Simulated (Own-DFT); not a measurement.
# What a defect does to the pressure of its cell: C11b WSi2

Everything here is calculated. The program is Own-DFT (plane waves, in-house, since retired, never reviewed by a person); positions were held fixed, and spin and spin-orbit coupling were off.

All runs used: PBE; PseudoDojo norm-conserving scalar-relativistic files; cutoff 50 hartree; 5 x 5 x 5 k mesh centred on Gamma; cold (Marzari-Vanderbilt) smearing of 0.2 eV.

Keep in mind: forces on such cells failed a check on a denser k mesh; stress not checked against mesh or cutoff.

All runs share one cell, with vectors in Å (-2.148, -5.953, 3.409); (-6.444, 2.976, 1.136); (-2.553, -2.948, -6.757) and a volume of 403.2 Å³. The atoms are randomly displaced, by u rms on each axis. The defect's site can differ from row to row.

| cell | formula | u (Å) | P (GPa) |
|---|---|---|---|
| no defect | Si20W10 | 0.0202 | 4.50 |
| no defect | Si20W10 | 0.0500 | 5.97 |
| no defect | Si20W10 | 0.0534 | 6.78 |
| one W on a Si site | Si19W11 | 0.0269 | 10.18 |
| one W on a Si site | Si19W11 | 0.0311 | 9.93 |
| one W on a Si site | Si19W11 | 0.0474 | 11.51 |
| one Si vacancy | Si19W10 | 0.0274 | 3.40 |
| one Si vacancy | Si19W10 | 0.0334 | 3.46 |
| one Si vacancy | Si19W10 | 0.0538 | 4.86 |
| one Si on a W site | Si21W9 | 0.0283 | 6.10 |
| one Si on a W site | Si21W9 | 0.0310 | 6.16 |
| one Si on a W site | Si21W9 | 0.0468 | 6.98 |
| one Si on a W site | Si21W9 | 0.0481 | ? |

## Working it out

P = P0 + c u² + a shift for each defect gives P0 = 4.20 GPa, c = 806 ± 80 GPa/Å² and a scatter of 0.24 GPa. The shifts, and each times the cell's volume:

- one W on a Si site: 5.28 ± 0.20 GPa, 13.3 eV
- one Si on a W site: 1.15 ± 0.20 GPa, 2.9 eV
- one Si vacancy: -1.58 ± 0.19 GPa, -4.0 eV

Against the defect-free cell, a freed cell would be larger where the shift is positive and smaller where it is negative (160.2 GPa Å³ is 1 eV). The atoms around the defects weren't relaxed, which would change these numbers.

## Test on the hidden row

Question: what pressure belongs in the blank (one Si on a W site, u = 0.0481 Å)?

From the fit: 7.21 ± 0.28 GPa. The hidden result is 6.91 GPa.
